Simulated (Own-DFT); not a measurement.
Hf$_{36}$O$_{71}$ (tetragonal hafnia with one neutral oxygen vacancy, atoms displaced) (calculated)

Computed with Own-DFT development build. A calculation, not a measurement: plane-wave PBE and HSE06 DFT by an unreviewed code, no spin, of a simulated cell at Gamma alone, so results move with cell size and shape, stress positive in tension, energies less offsets, not probed for a lower state with spin; hafnium file: forces about 75 meV/angstrom off all-electron values; oxygen file: force components 24 meV/angstrom off all-electron in a glass; k mesh not checked against a denser one; forces and stress are PBE's, HSE06 gives the energy alone, and its difference from PBE has offsets of its own; offsets are fitted by least squares, one for each functional and potential file, so energies compare only between cells with the same atoms and settings and are not formation energies; the far tail of each file's local potential was reset to the Coulomb form; each entry is a single point on an unrelaxed cell, so the pressure reflects the starting lattice, taken from the Materials Project, from which strain is counted, and rises with the displacements; printed positions are rounded, which can move forces by about a meV/angstrom; the program is a retired in-house code; no spin-orbit coupling.

Common to all runs: first functional PBE; second functional HSE06; exact exchange share 0.25; screening 0.11 1/bohr; exchange divergence Gygi-Baldereschi; potential files PseudoDojo norm-conserving, scalar-relativistic, made for PBE, standard set; wave cutoff 48 hartree; occupations fixed; k mesh 1 x 1 x 1 centred on Gamma.

(1) Hf$_{36}$O$_{71}$ (tetragonal hafnia with one neutral oxygen vacancy, atoms displaced)

```
Hf36O71
1.0
     10.7800     0.0000     0.0000
      0.0000    10.7800     0.0000
      0.0000     0.0000    10.4493
Hf O Hf O Hf O Hf O Hf O Hf O Hf O Hf O Hf O Hf O Hf O Hf O Hf O Hf O Hf O Hf O Hf O Hf O
2 4 2 3 2 4 2 4 2 4 2 4 2 4 2 4 2 4 2 4 2 4 2 4 2 4 2 4 2 4 2 4 2 4 2 4
Direct
  0.99876 0.00180 0.99967
  0.17089 0.16857 0.25058
  0.99932 0.16821 0.15088
  0.16596 0.99774 0.34703
  0.99745 0.16547 0.40430
  0.16910 0.99846 0.10091
  0.00451 0.00022 0.49386
  0.16042 0.16369 0.75284
  0.00183 0.16317 0.65355
  0.16337 0.00074 0.84388
  0.16606 0.00215 0.60030
  0.99781 0.33257 0.00403
  0.16679 0.49804 0.24412
  0.99914 0.50380 0.15255
  0.16562 0.33770 0.34394
  0.00144 0.49372 0.39718
  0.16686 0.33281 0.09743
  0.00480 0.33196 0.50195
  0.16633 0.49879 0.74928
  0.00316 0.49896 0.65435
  0.16731 0.33717 0.84731
  0.99904 0.50140 0.89920
  0.16812 0.33569 0.60416
  0.99343 0.66275 0.00284
  0.16458 0.82837 0.25329
  0.00270 0.83680 0.14848
  0.16862 0.66058 0.34788
  0.00143 0.83089 0.40283
  0.16570 0.66864 0.09036
  0.00092 0.66840 0.49863
  0.16892 0.83391 0.74772
  0.99763 0.82963 0.64609
  0.16548 0.66365 0.84804
  0.99701 0.83310 0.90545
  0.16755 0.66928 0.59710
  0.33709 0.99857 0.99359
  0.50009 0.17293 0.24634
  0.32801 0.16512 0.15348
  0.49749 0.99691 0.34264
  0.33738 0.16864 0.40210
  0.49936 0.00425 0.09850
  0.32893 0.99913 0.49470
  0.50070 0.17009 0.74995
  0.33346 0.16908 0.64971
  0.50388 0.00006 0.84804
  0.33343 0.16522 0.90338
  0.50086 0.00123 0.59517
  0.33186 0.33095 0.99812
  0.49422 0.49740 0.25257
  0.33338 0.49723 0.14913
  0.49907 0.33397 0.34790
  0.33152 0.49660 0.40050
  0.50230 0.33288 0.10121
  0.33105 0.33404 0.49871
  0.49948 0.50321 0.75071
  0.32969 0.49786 0.65132
  0.49711 0.33638 0.84609
  0.32840 0.49739 0.89862
  0.49772 0.33461 0.59363
  0.33215 0.66852 0.99635
  0.49952 0.83504 0.25195
  0.32991 0.83118 0.15027
  0.49731 0.66540 0.34276
  0.33461 0.83311 0.40351
  0.50485 0.66295 0.09871
  0.33312 0.67264 0.50261
  0.49963 0.83253 0.74725
  0.33330 0.83422 0.65375
  0.50287 0.66398 0.85231
  0.33509 0.83270 0.90077
  0.49633 0.66696 0.59742
  0.66931 0.00141 0.99730
  0.83798 0.17141 0.24983
  0.66140 0.16744 0.14996
  0.82875 0.00032 0.34977
  0.67117 0.16691 0.40117
  0.83506 0.00299 0.09673
  0.66955 0.99819 0.49788
  0.83192 0.16356 0.74901
  0.66929 0.16765 0.65306
  0.83780 0.99840 0.84489
  0.66871 0.16838 0.90303
  0.83417 0.99779 0.59801
  0.66977 0.32882 0.99496
  0.83387 0.49806 0.25104
  0.66600 0.49793 0.15202
  0.83279 0.33650 0.34745
  0.67081 0.50203 0.40461
  0.83583 0.33105 0.09401
  0.66643 0.33207 0.49961
  0.83074 0.49929 0.74817
  0.66930 0.50079 0.65227
  0.83356 0.33654 0.85050
  0.66877 0.49646 0.90225
  0.83446 0.32915 0.59275
  0.66092 0.66372 0.00149
  0.83353 0.83452 0.24959
  0.66511 0.83304 0.15197
  0.82942 0.66855 0.34629
  0.66560 0.83265 0.39953
  0.82991 0.66978 0.09908
  0.66137 0.66679 0.50431
  0.82930 0.83645 0.75508
  0.66677 0.83758 0.65279
  0.83032 0.66657 0.84508
  0.66586 0.83100 0.90010
  0.83003 0.66629 0.59436
```

Results for Hf$_{36}$O$_{71}$ (tetragonal hafnia with one neutral oxygen vacancy, atoms displaced): PBE energy of cell above offsets -100.760 eV; HSE06 less PBE above offsets -0.115 eV; PBE pressure 0.74 GPa; PBE stress xx 0.08 GPa; PBE stress yy -1.05 GPa; PBE stress zz -1.27 GPa; PBE stress yz -0.06 GPa; PBE stress xz 0.23 GPa; PBE stress xy 0.06 GPa.

Force:
```csv
element,x (eV/Å),y (eV/Å),z (eV/Å)
Hf,1.123,-0.444,0.249
Hf,-0.486,-0.4,-0.501
O,0.672,0.059,-0.002
O,0.054,0.407,0.576
O,0.181,0.423,-0.526
O,-0.306,0.384,-1.005
Hf,-0.933,-0.716,1.313
Hf,1.326,1.32,-0.378
O,-0.696,0.199,0.389
O,-0.13,-0.427,0.71
O,0.194,-0.341,-0.633
Hf,0.808,0.137,-1.634
Hf,0.104,0.448,0.369
O,-0.08,-0.139,-0.462
O,0.073,-1.392,0.577
O,-0.219,0.854,0.754
O,-0.29,0.029,0.057
Hf,-0.34,0.977,0.135
Hf,0.019,0.204,0.472
O,-1.037,0.05,-0.748
O,-0.429,-1.589,0.491
O,-0.208,-0.486,0.869
O,-0.47,-0.458,-1.074
Hf,0.433,0.494,-0.912
Hf,0.149,0.141,-1.526
O,-0.541,-0.202,1.047
O,-0.126,0.728,-0.103
O,0.19,0.449,-0.77
O,0.025,-0.291,0.757
Hf,-0.772,-0.944,0.547
Hf,-1.735,-1.049,0.296
O,0.483,0.132,0.878
O,0.476,1.192,-0.51
O,0.016,0.099,-0.284
O,0.061,0.264,-0.177
Hf,-0.473,0.061,1.72
Hf,-0.211,-0.925,0.116
O,1.066,0.461,-0.238
O,-0.038,1.125,0.484
O,-0.738,-0.488,-0.324
O,0.064,-0.281,-0.867
Hf,1.175,1.115,0.842
Hf,-0.828,-0.365,-0.9
O,0.008,-0.283,0.718
O,-0.172,0.067,-0.335
O,0.209,0.032,-0.326
O,-0.437,-0.229,-0.167
Hf,0.233,0.732,0.1
Hf,0.888,0.457,-0.769
O,-0.129,0.148,-0.085
O,0.275,-0.144,0.25
O,0.337,0.899,0.159
O,-0.725,-0.346,-0.759
Hf,0.213,0.159,0.764
Hf,-0.473,-0.813,-0.28
O,1.113,0.456,-0.045
O,0.257,-0.443,0.105
O,0.641,0.485,0.519
O,0.625,-0.008,0.387
Hf,-0.143,-0.797,0.65
Hf,0.15,-0.433,-0.978
O,0.631,-0.239,0.368
O,-0.113,0.182,0.914
O,-0.343,0.001,-0.143
O,-1.701,0.174,-0.169
Hf,-0.714,-1.765,-0.807
Hf,0.652,0.607,0.567
O,0.141,-0.057,-0.472
O,-0.292,0.504,-0.697
O,0.018,0.172,-0.605
O,0.261,0.122,0.794
Hf,-0.881,-0.715,1.008
Hf,-1.391,-0.528,0.222
O,1.622,-0.011,0.077
O,0.601,0.079,-0.535
O,-0.435,0.064,0.085
O,-0.402,0.028,-0.124
Hf,-0.15,0.126,-0.067
Hf,0.613,0.868,-0.294
O,-0.793,0.103,0.101
O,-0.161,1.185,0.921
O,0.025,-0.9,-0.886
O,0.208,0.344,-0.174
Hf,-0.422,1.442,1.33
Hf,-0.91,1.243,0.177
O,0.282,-0.139,0.384
O,-0.006,-0.902,-0.35
O,-0.434,-0.315,0.227
O,-0.608,-0.116,0.822
Hf,0.059,0.28,-0.299
Hf,1.135,0.688,0.36
O,-1.236,-0.057,0
O,0.281,-1.278,-0.553
O,-0.259,0.22,-0.205
O,0.221,0.12,0.496
Hf,1.096,-0.185,0.054
Hf,-0.413,-0.6,-0.344
O,0.23,0.495,-0.07
O,0.636,-0.151,-0.131
O,-0.242,-0.096,0.535
O,0.09,-0.058,-0.158
Hf,1.557,-0.176,-1.28
Hf,1.114,-1.551,-1.085
O,-0.569,-0.353,-0.146
O,0.109,-0.172,0.03
O,0.117,0.699,0.205
O,0.303,-0.142,-0.059
```

(2) Hf$_{36}$O$_{71}$ (tetragonal hafnia with one neutral oxygen vacancy, atoms displaced)

```
Hf36O71
1.0
     10.7800     0.0000     0.0000
      0.0000    10.7800     0.0000
      0.0000     0.0000    10.4493
Hf O Hf O Hf O Hf O Hf O Hf O Hf O Hf O Hf O Hf O Hf O Hf O Hf O Hf O Hf O Hf O Hf O Hf O
2 4 2 4 2 4 2 4 2 4 2 4 2 4 2 4 2 4 2 4 2 3 2 4 2 4 2 4 2 4 2 4 2 4 2 4
Direct
  0.00212 0.99992 0.00038
  0.16481 0.16168 0.23687
  0.00117 0.16787 0.15454
  0.16436 0.00110 0.35079
  0.99862 0.17223 0.40176
  0.16597 0.00152 0.09879
  0.99611 0.00478 0.50338
  0.16299 0.16428 0.74707
  0.99932 0.15663 0.65238
  0.17780 0.00514 0.84790
  0.99455 0.16641 0.90286
  0.16804 0.99917 0.60003
  0.00228 0.33391 0.99772
  0.16747 0.49563 0.25263
  0.99625 0.49480 0.16024
  0.16547 0.33291 0.35321
  0.99923 0.50351 0.40763
  0.15962 0.33280 0.10423
  0.99735 0.33602 0.50689
  0.16788 0.50167 0.74193
  0.99571 0.50589 0.65847
  0.16555 0.33321 0.84569
  0.00436 0.49518 0.90582
  0.16090 0.33526 0.60123
  0.00548 0.66894 0.00037
  0.16907 0.82979 0.25443
  0.99766 0.83615 0.15006
  0.16470 0.67033 0.33128
  0.01520 0.84438 0.40447
  0.16640 0.67116 0.10569
  0.99675 0.66929 0.49830
  0.16495 0.83625 0.74445
  0.99988 0.83717 0.66041
  0.15621 0.66117 0.85164
  0.99722 0.83549 0.89659
  0.16432 0.66245 0.59576
  0.33732 0.00488 0.00132
  0.50160 0.16049 0.24653
  0.32660 0.16572 0.14766
  0.50465 0.99648 0.33748
  0.34055 0.17317 0.40499
  0.50140 0.99714 0.09678
  0.33540 0.99793 0.49714
  0.49914 0.16725 0.75455
  0.33273 0.17332 0.65103
  0.49510 0.99669 0.85846
  0.33360 0.16629 0.91140
  0.49796 0.99309 0.59714
  0.33609 0.32994 0.99277
  0.50925 0.50515 0.24685
  0.32860 0.49424 0.14750
  0.51074 0.32649 0.34352
  0.33295 0.50526 0.41409
  0.49733 0.32956 0.09769
  0.33199 0.34311 0.49662
  0.49624 0.49603 0.75185
  0.33944 0.50079 0.65968
  0.49865 0.33388 0.84701
  0.33143 0.49951 0.90247
  0.49254 0.33626 0.59739
  0.33484 0.67027 0.99255
  0.50225 0.82627 0.24764
  0.49999 0.66691 0.34467
  0.33801 0.83481 0.41130
  0.49932 0.66120 0.10144
  0.33519 0.66105 0.49426
  0.49104 0.83984 0.74821
  0.33921 0.82885 0.64648
  0.49633 0.66241 0.85338
  0.33597 0.82938 0.90113
  0.50268 0.67186 0.60125
  0.66153 0.00656 0.00121
  0.82437 0.17451 0.24512
  0.66491 0.16679 0.14629
  0.83792 0.99406 0.35135
  0.66534 0.16676 0.40084
  0.83158 0.00141 0.08773
  0.66647 0.00179 0.50246
  0.83039 0.16352 0.76112
  0.66764 0.16925 0.64711
  0.82616 0.00188 0.84655
  0.65920 0.16147 0.90494
  0.82924 0.99351 0.59615
  0.66526 0.32839 0.00406
  0.83219 0.49935 0.25700
  0.67027 0.49907 0.15133
  0.83609 0.33296 0.34501
  0.66719 0.50161 0.39971
  0.83722 0.33375 0.09648
  0.66604 0.33294 0.49369
  0.83945 0.50400 0.74601
  0.66569 0.50009 0.65473
  0.83013 0.33600 0.84721
  0.66633 0.49632 0.90548
  0.83284 0.33742 0.60014
  0.66775 0.67130 0.98944
  0.83576 0.83591 0.25229
  0.66733 0.83024 0.15908
  0.83189 0.66866 0.34399
  0.66340 0.83046 0.39855
  0.82692 0.66309 0.10175
  0.66463 0.66666 0.49359
  0.82742 0.82480 0.74916
  0.65926 0.84639 0.64260
  0.83690 0.66785 0.84389
  0.66586 0.83531 0.89968
  0.82403 0.66127 0.59717
```

Results for Hf$_{36}$O$_{71}$ (tetragonal hafnia with one neutral oxygen vacancy, atoms displaced): PBE energy of cell above offsets -97.281 eV; HSE06 less PBE above offsets 0.029 eV; PBE pressure 2.3 GPa; PBE stress xx -0.57 GPa; PBE stress yy -3.46 GPa; PBE stress zz -2.87 GPa; PBE stress yz 0.66 GPa; PBE stress xz -0.47 GPa; PBE stress xy 0.04 GPa.

Force:
```csv
element,x (eV/Å),y (eV/Å),z (eV/Å)
Hf,-0.653,-0.41,0.145
Hf,-0.341,0.531,2.667
O,-1.654,-0.578,-0.594
O,0.95,0.505,-0.531
O,-0.382,-0.313,0.811
O,0.329,-0.404,-0.318
Hf,0.316,1.075,-0.807
Hf,0.672,0.668,-0.242
O,-0.745,0.475,0.383
O,-0.528,-1.14,0.015
O,0.252,-0.351,-0.279
O,0.367,-0.393,0.112
Hf,0.043,0.083,0.626
Hf,-0.464,-0.801,-1.535
O,0.671,0.531,-0.078
O,0.506,0.373,-0.274
O,-0.09,0.086,0.342
O,1.117,-0.112,-0.908
Hf,0.25,-1.092,-1.382
Hf,-0.065,-0.562,1.854
O,1.627,0.142,-1.364
O,0.207,-0.436,-0.044
O,-0.535,1.153,-0.13
O,0.623,0.61,-0.052
Hf,-0.517,-0.25,0.676
Hf,-0.13,2.309,-1.557
O,0.419,-0.094,0.111
O,0.254,-1.93,3.029
O,-0.894,-2.618,0.426
O,0.222,0.438,-1.738
Hf,-0.164,0.66,-0.053
Hf,0.519,0.057,0.828
O,-0.642,-0.672,-1.108
O,0.591,1.196,-0.749
O,0.42,0.224,0.752
O,0.353,0.084,-0.452
Hf,-0.922,-1.341,0.383
Hf,-1.781,0.78,0.821
O,1.938,-0.279,-0.031
O,-0.275,0.161,0.816
O,0.257,-0.825,-0.313
O,-0.589,0.152,0.594
Hf,-0.902,1.756,-0.002
Hf,-0.334,-0.051,-1.446
O,0.075,-0.517,1.204
O,-0.08,1.082,-1.149
O,0.551,0.134,-1.789
O,-0.303,1.097,0.36
Hf,-1.231,2.031,1.889
Hf,-0.919,-1.345,-1.269
O,0.856,0.053,1.374
O,-0.217,1.764,-0.013
O,-0.039,-1.221,-2.656
O,0.467,-0.092,-0.379
Hf,-0.567,-3.55,0.978
Hf,2.323,1.099,0.23
O,-1.982,0.316,-1.513
O,-0.115,-1.099,0.499
O,-0.038,-0.234,-0.4
O,1.506,0.012,-0.361
Hf,-0.17,-1.561,1.547
Hf,-0.303,0.97,-0.391
O,-0.318,-0.903,0.979
O,-0.32,-1.108,-1.668
O,0.155,0.57,-0.411
Hf,0.781,3.534,2.649
Hf,1.69,-1.447,-0.112
O,-2.317,0.211,0.709
O,0.25,0.84,-0.579
O,-0.516,1.191,-0.039
O,-0.435,-0.645,-1.053
Hf,1.331,-2.469,-0.143
Hf,2.52,-1.305,0.678
O,-0.021,-0.012,0.029
O,-0.461,1.555,-0.521
O,0.621,-0.247,-0.736
O,-0.008,0.247,0.955
Hf,0.098,-1.252,-0.245
Hf,0.453,0.819,-1.501
O,-0.717,-0.18,0.895
O,0.1,-1,-0.155
O,0.021,1.644,-1.145
O,0.531,0.371,0.2
Hf,0.613,2.008,-0.575
Hf,0.541,0.874,-1.875
O,-0.583,-0.725,0.461
O,-0.769,0.083,0.73
O,-0.137,-0.264,-0.228
O,-1.271,-0.84,0.324
Hf,-0.754,0.015,1.593
Hf,-2.981,-1.526,1.185
O,-0.162,-0.239,-0.165
O,-0.079,-0.773,0.058
O,-0.134,0.421,0.262
O,0.049,-0.025,-0.615
Hf,-0.086,-1.294,1.532
Hf,-0.595,-0.314,-1.003
O,0.086,0.283,-0.983
O,0.694,0.23,1.231
O,0.141,0.436,0.446
O,1.043,0.242,-1.337
Hf,-0.829,0.761,1.219
Hf,-0.574,2.57,-0.641
O,0.863,-1.043,1.505
O,-0.307,-0.608,0.844
O,0.198,0.045,-0.218
O,1.478,0.931,-0.096
```
